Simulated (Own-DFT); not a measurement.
# Computed records: Si3N4 (beta silicon nitride, atoms displaced)

All values are calculated (Own-DFT development build). A calculation, not a measurement: plane-wave PBE density functional theory by an unreviewed code, no spin, of a simulated periodic cell, stress positive in tension, free energy of the whole cell less one offset for each atom, some atoms lie very close together; forces on such cells moved up to 12 meV/angstrom on a denser k mesh; offsets are fitted by least squares, one for each functional and potential file, so energies compare only between cells with the same atoms and settings and are not formation energies; the far tail of each file's local potential was reset to the Coulomb form; each entry is a single point on an unrelaxed cell, so the pressure reflects the starting lattice, mostly measured values (interpolated for alloys), from which strain is counted, and rises with the displacements; printed positions are rounded, which can move forces by about a meV/angstrom; the program, named Own-DFT, is a retired in-house code; no spin-orbit coupling; before rounding, a Quantum ESPRESSO 7.3.1 run of the same cell and cutoff gave forces within 1 meV/angstrom rms on each cell, which checks the program and not the settings.

Common to all runs: functional PBE; potential files PseudoDojo norm-conserving, scalar-relativistic, standard set; wave cutoff 42 hartree; occupations Fermi-Dirac; smearing width 0.1 eV; k mesh 2 x 2 x 4 centred on Gamma.

(1) Si3N4 (beta silicon nitride, atoms displaced)

```
CELL_PARAMETERS angstrom
15.21200 0.00000 0.00000
-7.60600 13.17400 0.00000
0.00000 0.00000 5.81800
ATOMIC_POSITIONS crystal
Si 0.07846 0.37550 0.12805
Si 0.11448 0.19444 0.16256
Si 0.30820 0.42109 0.15148
Si 0.40868 0.10174 0.39355
Si 0.37632 0.29891 0.33262
Si 0.18433 0.08393 0.38116
N 0.18579 0.01492 0.13020
N 0.46910 0.14570 0.10801
N 0.35939 0.33107 0.12269
N 0.33699 0.48089 0.39283
N 0.03266 0.34488 0.36243
N 0.13494 0.15871 0.34362
N 0.14877 0.32365 0.15342
N 0.32686 0.16846 0.36492
Si 0.05717 0.37373 0.65820
Si 0.10025 0.18721 0.62420
Si 0.28944 0.40956 0.65426
Si 0.40402 0.10388 0.89735
Si 0.37973 0.29265 0.87908
Si 0.20128 0.08871 0.85282
N 0.16823 0.02967 0.65844
N 0.49049 0.14508 0.61571
N 0.33054 0.34160 0.63176
N 0.35039 0.49185 0.90038
N 0.00765 0.35738 0.92372
N 0.12950 0.15914 0.88218
N 0.17001 0.33128 0.63544
N 0.33898 0.19018 0.90461
Si 0.07613 0.88165 0.09888
Si 0.13007 0.71108 0.11502
Si 0.30579 0.91044 0.16373
Si 0.40153 0.60699 0.36109
Si 0.36701 0.77586 0.40038
Si 0.19894 0.56623 0.43034
N 0.17499 0.50550 0.17597
N 0.49405 0.65470 0.14981
N 0.34270 0.81274 0.09594
N 0.35287 0.00334 0.36543
N 0.02185 0.84784 0.39481
N 0.12194 0.66627 0.38371
N 0.16450 0.84398 0.12489
N 0.32745 0.65222 0.37903
Si 0.07735 0.87222 0.62919
Si 0.13851 0.72224 0.61275
Si 0.30459 0.91899 0.64981
Si 0.40923 0.61513 0.85100
Si 0.39405 0.80725 0.87848
Si 0.22327 0.58939 0.87695
N 0.15276 0.50603 0.61739
N 0.46854 0.65276 0.62979
N 0.33277 0.82505 0.61997
N 0.35673 0.00682 0.83941
N 0.01265 0.84603 0.87888
N 0.15930 0.64876 0.88950
N 0.15948 0.82239 0.65399
N 0.33125 0.64931 0.92370
Si 0.59342 0.39341 0.12381
Si 0.62279 0.21044 0.12767
Si 0.79125 0.41536 0.12246
Si 0.89956 0.11573 0.33872
Si 0.88339 0.29900 0.37441
Si 0.69301 0.10580 0.35024
N 0.67599 0.01180 0.11048
N 0.97374 0.15530 0.14285
N 0.85387 0.32805 0.06332
N 0.82963 0.47125 0.38848
N 0.50352 0.33845 0.34142
N 0.63201 0.14959 0.34680
N 0.67010 0.32457 0.12992
N 0.83402 0.17271 0.34092
Si 0.60670 0.39693 0.59730
Si 0.62158 0.20392 0.57181
Si 0.79870 0.41575 0.62243
Si 0.90804 0.11221 0.86262
Si 0.88550 0.31906 0.83041
Si 0.69187 0.07268 0.85028
N 0.66277 0.01158 0.63347
N 0.00167 0.16658 0.63084
N 0.84936 0.33467 0.64158
N 0.82306 0.47031 0.90767
N 0.51559 0.33653 0.85330
N 0.66031 0.18736 0.88587
N 0.67901 0.33474 0.62984
N 0.83694 0.15428 0.87080
Si 0.59821 0.89138 0.11763
Si 0.64763 0.73626 0.11229
Si 0.79699 0.92657 0.12399
Si 0.92236 0.62118 0.40548
Si 0.89844 0.81724 0.36633
Si 0.69512 0.57191 0.34864
N 0.67886 0.52150 0.13585
N 0.97828 0.63637 0.10615
N 0.87352 0.84891 0.14990
N 0.84159 0.99967 0.36146
N 0.51751 0.84573 0.34859
N 0.65982 0.67007 0.36727
N 0.66045 0.82259 0.11568
N 0.86031 0.67765 0.40253
Si 0.58319 0.86954 0.61277
Si 0.63151 0.70352 0.60837
Si 0.80958 0.92131 0.62468
Si 0.91625 0.61457 0.90022
Si 0.87916 0.77972 0.83817
Si 0.68546 0.58578 0.91358
N 0.68205 0.53348 0.62331
N 0.98171 0.63787 0.60576
N 0.84828 0.84258 0.59512
N 0.80851 0.97623 0.94056
N 0.51947 0.84936 0.87326
N 0.64483 0.65890 0.84679
N 0.66072 0.81886 0.61987
N 0.81676 0.65417 0.82778
```

- free energy of cell above offsets: 112.863 eV
- pressure: 37.42 GPa
- stress xx: -25.38 GPa
- stress yy: -41.55 GPa
- stress zz: -45.32 GPa
- stress yz: 2.63 GPa
- stress xz: -6.8 GPa
- stress xy: 9.87 GPa

Force:
```csv
element,x (eV/Å),y (eV/Å),z (eV/Å)
Si,7.155,6.27,-1.222
Si,-19.07,14.09,-30.14
Si,-2.058,-3.446,-3.438
Si,0.012,34.24,0.27
Si,6.471,-7.174,20.14
Si,6.887,0.934,-1.554
N,-3.969,-0.81,-0.943
N,6.995,3.32,9.02
N,-11.61,9.512,-12.99
N,-0.436,0.911,1.942
N,-10.24,-3.929,12.54
N,14.57,-12.62,28.67
N,7.291,-0.785,-1.208
N,-0.582,-2.022,1.999
Si,8.421,1.013,-3.534
Si,19.23,9.804,0.727
Si,-5.984,7.836,0.678
Si,-2.951,29,-0.557
Si,-1.513,20.26,-7.609
Si,0.502,14.57,20.72
N,-0.937,-15.03,-19.08
N,0.241,0.792,0.428
N,15.15,-9.723,-1.264
N,-1.239,-3.84,-0.638
N,-3.102,-0.6,-8.915
N,4.224,-2.583,1.33
N,-6.268,-2.464,0.745
N,2.502,-26.49,-0.781
Si,5.326,4.945,8.8
Si,-1.606,-2.844,-0.478
Si,-2.671,-0.997,-2.983
Si,8.124,1.342,0.35
Si,3.603,1.443,-4.614
Si,2.27,10.72,-20.15
N,-1.268,0.479,-4.298
N,-0.38,-0.225,-2.652
N,-6.708,3.994,10.2
N,-2.378,-34.86,-1.705
N,-1.633,1.111,-5.561
N,6.133,-2.262,-5.411
N,5.033,-2.102,-0.078
N,-6.332,2.627,2.022
Si,4.466,3.239,3.224
Si,2.745,-17.07,3.67
Si,-2.602,-0.984,-3.203
Si,4.853,-1.214,8.723
Si,4.389,-4.104,-5.666
Si,-10.11,-10.11,1.81
N,-2.736,-10.23,19.22
N,5.409,3.03,-7.349
N,2.275,-0.046,1.413
N,-0.75,-29.39,-3.622
N,-4.199,-2.94,-6.107
N,-5.547,5.011,-1.035
N,-3.731,18.75,2.405
N,4.723,11.01,0.105
Si,-1.812,-7.376,-2.578
Si,-5.715,-6.17,-5.757
Si,3.886,-7.59,9.706
Si,0.026,4.976,6.308
Si,2.543,1.519,-4.821
Si,22.57,-12.73,0.201
N,-2.224,3.728,2.213
N,6.594,1.422,-8.066
N,-7.566,2.42,15.99
N,0.384,5.317,-5.35
N,4.82,3.99,1.947
N,-12.52,5.809,-0.208
N,-4.608,8.878,1.764
N,-6.489,0.186,2.094
Si,-3.695,-3.603,2.429
Si,-5.45,1.998,10.77
Si,1.015,-0.374,5.904
Si,6.471,0.402,1.864
Si,19.58,-10.26,22.43
Si,2.051,9.474,7.853
N,-1.008,-4.866,-9.771
N,-24.51,-8.572,-0.143
N,-13.93,4.965,-28.74
N,0.293,9.735,-13.28
N,1.873,4.442,0.255
N,3.579,-5.173,-5.258
N,-3.753,-2.047,-1.83
N,-10.05,3.412,-2.473
Si,-2.838,-3.995,0.463
Si,12.26,-48.94,0.864
Si,7.695,-20.78,30.27
Si,-4.34,-5.181,-14.04
Si,4.989,-8.291,7.44
Si,-0.215,14.1,17.73
N,1.224,-9.582,-11.2
N,6.802,4.264,10.01
N,-7.39,2.995,-12.52
N,-0.454,-9.023,4.812
N,-2.387,-0.207,2.908
N,2.685,-1.234,-3.973
N,-14.09,45.38,1.191
N,-8.051,2.639,-2.604
Si,-0.643,1.388,-1.113
Si,-4.831,-2.913,-1.461
Si,-6.496,1.644,0.861
Si,-6.354,-4.138,-12.16
Si,-1.782,2.423,2.021
Si,5.29,0.586,-7.96
N,-1.175,-5.557,0.056
N,8.417,3.123,17.24
N,4.156,-2.104,3.914
N,-1.614,19.04,-37.03
N,-0.579,0.519,-0.809
N,-2.027,2.784,5.267
N,0.919,7.045,0.125
N,2.094,0.755,3.878
```

(2) Si3N4 (beta silicon nitride, atoms displaced)

```
CELL_PARAMETERS angstrom
15.21200 0.00000 0.00000
-7.60600 13.17400 0.00000
0.00000 0.00000 5.81800
ATOMIC_POSITIONS crystal
Si 0.08097 0.39584 0.09665
Si 0.10364 0.20702 0.11889
Si 0.29232 0.42984 0.14990
Si 0.41251 0.10719 0.38369
Si 0.39784 0.31847 0.41121
Si 0.20807 0.08697 0.40399
N 0.16289 0.03257 0.14765
N 0.48766 0.15739 0.13677
N 0.33955 0.32450 0.13104
N 0.32818 0.47225 0.38271
N 0.00025 0.35701 0.35909
N 0.14291 0.16196 0.39649
N 0.17235 0.33742 0.14247
N 0.34110 0.18596 0.39402
Si 0.09017 0.37987 0.62011
Si 0.10352 0.18477 0.56217
Si 0.31107 0.41809 0.64648
Si 0.40770 0.12117 0.84077
Si 0.39065 0.29984 0.86267
Si 0.18578 0.07006 0.90724
N 0.15600 0.01846 0.59608
N 0.48392 0.15960 0.65918
N 0.35802 0.32496 0.65920
N 0.33680 0.47404 0.87542
N 0.02241 0.34993 0.83943
N 0.15230 0.16201 0.86607
N 0.16261 0.33275 0.59832
N 0.32922 0.16972 0.85134
Si 0.08668 0.88958 0.12071
Si 0.08720 0.67551 0.10978
Si 0.28986 0.89946 0.11408
Si 0.39845 0.60800 0.39875
Si 0.39388 0.80722 0.37222
Si 0.20277 0.60329 0.37425
N 0.16080 0.51544 0.10119
N 0.50388 0.66041 0.09828
N 0.36999 0.84955 0.13625
N 0.34696 0.99836 0.38816
N 0.01904 0.86076 0.34563
N 0.14745 0.66426 0.31105
N 0.15903 0.82160 0.14677
N 0.33909 0.65939 0.38960
Si 0.09381 0.90205 0.63632
Si 0.11732 0.68143 0.61516
Si 0.30342 0.92840 0.57296
Si 0.40321 0.60585 0.85148
Si 0.37412 0.79381 0.88793
Si 0.19709 0.59628 0.86612
N 0.16929 0.50827 0.60189
N 0.49254 0.66149 0.64271
N 0.34029 0.80884 0.64850
N 0.33627 0.98758 0.85663
N 0.02264 0.85195 0.92695
N 0.14713 0.66868 0.86653
N 0.16159 0.83602 0.63053
N 0.31978 0.65792 0.90038
Si 0.58737 0.38784 0.16183
Si 0.61291 0.20569 0.10227
Si 0.79318 0.43074 0.13412
Si 0.91498 0.11193 0.38018
Si 0.87577 0.31106 0.32449
Si 0.69873 0.09431 0.38793
N 0.65805 0.01404 0.09790
N 0.96077 0.14642 0.10402
N 0.85716 0.32368 0.10172
N 0.82805 0.47274 0.39859
N 0.52414 0.34158 0.38022
N 0.65110 0.16356 0.39261
N 0.67296 0.33032 0.13565
N 0.82855 0.15866 0.36313
Si 0.59890 0.38601 0.66947
Si 0.61296 0.18857 0.62382
Si 0.80432 0.41685 0.65440
Si 0.92562 0.13397 0.86996
Si 0.89729 0.31007 0.92738
Si 0.70664 0.07947 0.92599
N 0.66096 0.00093 0.65660
N 0.97802 0.15288 0.60612
N 0.87071 0.34192 0.62762
N 0.85433 0.48491 0.87953
N 0.51912 0.35176 0.86776
N 0.66564 0.17055 0.89452
N 0.67725 0.34031 0.61248
N 0.83868 0.18606 0.86818
Si 0.59022 0.88900 0.09701
Si 0.59947 0.69441 0.10330
Si 0.79238 0.90885 0.11330
Si 0.91974 0.62818 0.34546
Si 0.88891 0.81446 0.40031
Si 0.70168 0.58803 0.37307
N 0.69280 0.53426 0.08895
N 0.98383 0.65065 0.15378
N 0.84719 0.82528 0.12470
N 0.82776 0.98432 0.39756
N 0.51113 0.83632 0.41186
N 0.65715 0.69640 0.39168
N 0.69181 0.84976 0.08910
N 0.81000 0.65100 0.39658
Si 0.59790 0.89784 0.65981
Si 0.60947 0.70029 0.60230
Si 0.79633 0.92210 0.63422
Si 0.92251 0.61662 0.86719
Si 0.89465 0.79258 0.87382
Si 0.70956 0.58995 0.86659
N 0.68197 0.52363 0.59421
N 0.97960 0.64951 0.63513
N 0.84966 0.84496 0.62695
N 0.82335 0.96718 0.89010
N 0.51261 0.84931 0.93078
N 0.65678 0.67172 0.91143
N 0.65906 0.81693 0.59266
N 0.82883 0.65429 0.89955
```

* free energy of cell above offsets: 99.637 eV
* pressure: 33.69 GPa
* stress xx: -30.38 GPa
* stress yy: -22.04 GPa
* stress zz: -48.65 GPa
* stress yz: 5.31 GPa
* stress xz: 6.95 GPa
* stress xy: -8.38 GPa

Force:
```csv
element,x (eV/Å),y (eV/Å),z (eV/Å)
Si,1.888,-4.447,3.845
Si,3.823,-0.102,-1.922
Si,1.89,-9.78,-9.443
Si,-0.257,18.84,-1.788
Si,1.54,-4.126,-8.39
Si,1.784,12.6,-8.878
N,1.308,-7.947,6.007
N,-1.125,-1.743,-0.807
N,1.006,3.162,1.262
N,2.543,8.088,8.605
N,5.456,1.682,-1.73
N,20.67,-9.171,-30.05
N,-4.886,-0.971,-1.514
N,1.132,-6.167,-0.529
Si,-2.094,1.513,-6.765
Si,-20.04,12.75,33.27
Si,-2.857,-9.113,-5.603
Si,-6.328,-3.738,12.44
Si,5.264,-5.226,17.77
Si,1.302,10.24,-10.27
N,-0.739,-3.101,11.55
N,9.144,2.548,-11.45
N,-12.4,9.162,-12.3
N,-0.649,6.469,5.551
N,-3.063,-0.937,6.976
N,-4.244,0.131,0.094
N,5.63,-2.38,0.972
N,0.415,-3.355,1.567
Si,10.65,5.418,11.98
Si,10.26,9.256,-4.369
Si,-1.536,1.637,-2.289
Si,12.15,-1.634,-0.721
Si,2.003,-3.317,5.015
Si,6.978,-7.188,0.096
N,0.219,4.653,1.079
N,-37.71,-15.85,0.063
N,-4.254,0.35,-0.614
N,-0.334,-5.78,-12.09
N,-2.51,-1.659,8.065
N,0.363,0.492,6.708
N,0.56,2.119,-1.203
N,-12.84,5.679,-1.705
Si,0.887,-9.299,-1.822
Si,-5.805,5.616,-5.297
Si,-3.19,-13.69,17.17
Si,1.201,3.796,3.954
Si,7.06,-1.44,3.386
Si,3.321,-6.731,-1.217
N,-1.503,5.264,0.867
N,-7.227,-5.509,-1.756
N,-4.691,3.866,-8.138
N,-0.141,-1.529,0.622
N,-7.234,-4.093,-17.7
N,-1.094,-0.593,3.976
N,2.442,0.613,-0.998
N,3.609,2.535,-0.235
Si,4.229,1.932,-7.834
Si,0.956,-1.277,2.104
Si,-0.287,-2.178,0.333
Si,-7.813,-2.312,-4.4
Si,8.113,-5.587,26.16
Si,8.005,-4.831,0.318
N,-3.996,-12.52,21.42
N,9.838,3.472,13.03
N,-30.1,11.37,12.97
N,1.476,5.487,-3.61
N,-3.797,0.247,6.535
N,-3.962,1.565,-3.858
N,-2.079,3.186,-0.649
N,-1.885,1.242,0.15
Si,2.502,2.212,-7.27
Si,-1.549,4.772,5.7
Si,2.902,-5.799,-3.881
Si,-9.026,-3.609,-11.38
Si,20.1,-7.215,-38.79
Si,4.889,18.48,-21.26
N,1.912,23.72,-1.21
N,4.274,1.788,3.327
N,-4.552,1.712,0.218
N,-0.203,3,4.568
N,-1.086,-0.101,6.031
N,-2.392,-0.772,-2.536
N,-0.484,-3.068,2.207
N,2.482,-6.741,-0.097
Si,11.87,1.647,14.68
Si,32.61,16.27,6.011
Si,20.04,8.748,9.765
Si,-14.83,-5.948,18.09
Si,0.359,-3.051,-6.131
Si,-10.98,-1.273,-6.289
N,-1.021,-11.1,11.08
N,-2.437,-0.403,-13.19
N,0.674,1.515,0.373
N,1.502,1.615,-4.586
N,2.455,3.827,-1.048
N,8.92,-7.051,-14.01
N,-26.21,-17.2,-0.764
N,16.62,12.77,0.116
Si,-2.336,-25.32,-2.674
Si,-0.602,-1.319,12.66
Si,-1.647,-5.55,0.079
Si,-6.606,-2.424,3.516
Si,-5.726,-0.041,2.268
Si,-6.494,4.12,-8.168
N,-1.982,-6.758,8.206
N,5.148,2.101,-6.628
N,3.641,-1.323,3.426
N,1.281,11.06,-5.953
N,-10.34,-6.292,-14.17
N,4.142,-3.104,-7.846
N,-2.122,12.12,3.035
N,7.861,6.324,-1.435
```
